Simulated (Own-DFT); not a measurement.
# One host, several defects: D0_22 TiAl3

Source: density functional calculations with Own-DFT, an unreviewed in-house program that is no longer used. Nothing was measured or relaxed, and spin and spin-orbit coupling are left out.

Settings: PBEsol; PseudoDojo norm-conserving scalar-relativistic files, made for PBE; cutoff 42 hartree; 4 x 4 x 4 k mesh centred on Gamma; cold (Marzari-Vanderbilt) smearing of 0.2 eV.

Known weak points: forces on such cells failed a check on a denser k mesh; stress not checked against mesh or cutoff.

All runs share one cell, with vectors in Å (-2.365, -6.981, 4.326); (-7.667, 3.491, 1.442); (-2.950, -3.488, -7.241) and a volume of 625.4 Å³. u is the rms random offset of the atoms per axis. The defect's site can differ from row to row.

| cell | formula | u (Å) | P (GPa) |
|---|---|---|---|
| no defect | Al30Ti10 | 0.0178 | 0.03 |
| no defect | Al30Ti10 | 0.0203 | 0.07 |
| no defect | Al30Ti10 | 0.0462 | 0.68 |
| two Ti on an Al site each | Al28Ti12 | 0.0306 | 1.25 |
| two Ti on an Al site each | Al28Ti12 | 0.0319 | 1.05 |
| two Ti on an Al site each | Al28Ti12 | 0.0552 | 1.94 |
| two Al on a Ti site each | Al32Ti8 | 0.0301 | 1.21 |
| two Al on a Ti site each | Al32Ti8 | 0.0312 | 1.27 |
| two Al on a Ti site each | Al32Ti8 | 0.0477 | 1.60 |
| two Al on a Ti site each | Al32Ti8 | 0.0508 | ? |
| two Al vacancies | Al28Ti10 | 0.0318 | -0.65 |
| two Al vacancies | Al28Ti10 | 0.0494 | -0.05 |
| two Al vacancies | Al28Ti10 | 0.0514 | 0.17 |

## Fit

P = P0 + c u² + a shift for each defect gives P0 = -0.10 GPa, c = 375 ± 35 GPa/Å² and a scatter of 0.10 GPa. The shifts, and each times the cell's volume:

- two Al on a Ti site each: 0.94 ± 0.08 GPa, 3.7 eV (1.8 eV for each of its 2 sites)
- two Ti on an Al site each: 0.88 ± 0.08 GPa, 3.4 eV (1.7 eV for each of its 2 sites)
- two Al vacancies: -0.84 ± 0.09 GPa, -3.3 eV (-1.6 eV for each of its 2 sites)

Against the defect-free cell, a freed cell would be larger where the shift is positive and smaller where it is negative (160.2 GPa Å³ is 1 eV). The atoms around the defects weren't relaxed, which would change these numbers.

## The run left out

Question: what pressure belongs in the blank (two Al on a Ti site each, u = 0.0508 Å)?

From the fit: 1.81 ± 0.12 GPa. Computed: 1.62 GPa.
